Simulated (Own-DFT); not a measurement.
# One host, several defects: zincblende GaAs

Calculated, not measured: single-point runs of Own-DFT, a retired in-house plane-wave DFT program that no person has reviewed, on unrelaxed cells, without spin or spin-orbit coupling.

Settings: PBE; PseudoDojo norm-conserving scalar-relativistic files; cutoff 42 hartree; 3 x 3 x 3 k mesh centred on Gamma; Fermi-Dirac smearing of 0.1 eV.

Limits (not all hold for every row): not probed for a lower state with spin; forces not confirmed at this smearing and k mesh; stress not checked against mesh or cutoff.

All runs share one cell, with vectors in Å (11.737, 0.000, 0.000); (0.000, 11.737, 0.000); (0.000, 0.000, 10.919) and a volume of 1504.3 Å³, strained against the parent crystal. The atoms are randomly displaced, by u rms on each axis. The defect's site can differ from row to row.

```
cell,formula,u (Å),P (GPa)
no defect,As32Ga32,0.0305,0.75
no defect,As32Ga32,0.0338,0.81
no defect,As32Ga32,0.0458,1.00
one Al on a Ga site,AlAs32Ga31,0.0292,0.74
one Al on a Ga site,AlAs32Ga31,0.0309,0.74
one Al on a Ga site,AlAs32Ga31,0.0476,1.01
one P on an As site,As31Ga32P,0.0319,0.54
one P on an As site,As31Ga32P,0.0488,0.79
one P on an As site,As31Ga32P,0.0493,0.81
one As vacancy and one Ga vacancy,As31Ga31,0.0299,0.43
one As vacancy and one Ga vacancy,As31Ga31,0.0504,0.70
one As vacancy and one Ga vacancy,As31Ga31,0.0521,0.77
one In on a Ga site,As32Ga31In,0.0286,1.30
one In on a Ga site,As32Ga31In,0.0289,?
one In on a Ga site,As32Ga31In,0.0481,1.68
one In on a Ga site,As32Ga31In,0.0527,1.62
```

## Fit

P = P0 + c u² + a shift for each defect gives P0 = 0.59 GPa, c = 189 ± 14 GPa/Å² and a scatter of 0.04 GPa. The shifts, and each times the cell's volume:

- one In on a Ga site: 0.57 ± 0.03 GPa, 5.3 eV
- one Al on a Ga site: -0.01 ± 0.03 GPa, -0.1 eV (not resolved)
- one P on an As site: -0.24 ± 0.03 GPa, -2.3 eV
- one As vacancy and one Ga vacancy: -0.34 ± 0.03 GPa, -3.2 eV

Positive is outwards. The product with the volume (160.2 GPa Å³ to the eV) is nearly free of the cell's size; divided by the bulk modulus at the cell's pressure it gives the volume that the defect adds. The atoms around the defects weren't relaxed, which would change these numbers.

## The run left out

The question: what pressure belongs in the blank (one In on a Ga site, u = 0.0289 Å)?

From the fit: 1.32 ± 0.05 GPa. DFT gave 1.38 GPa.
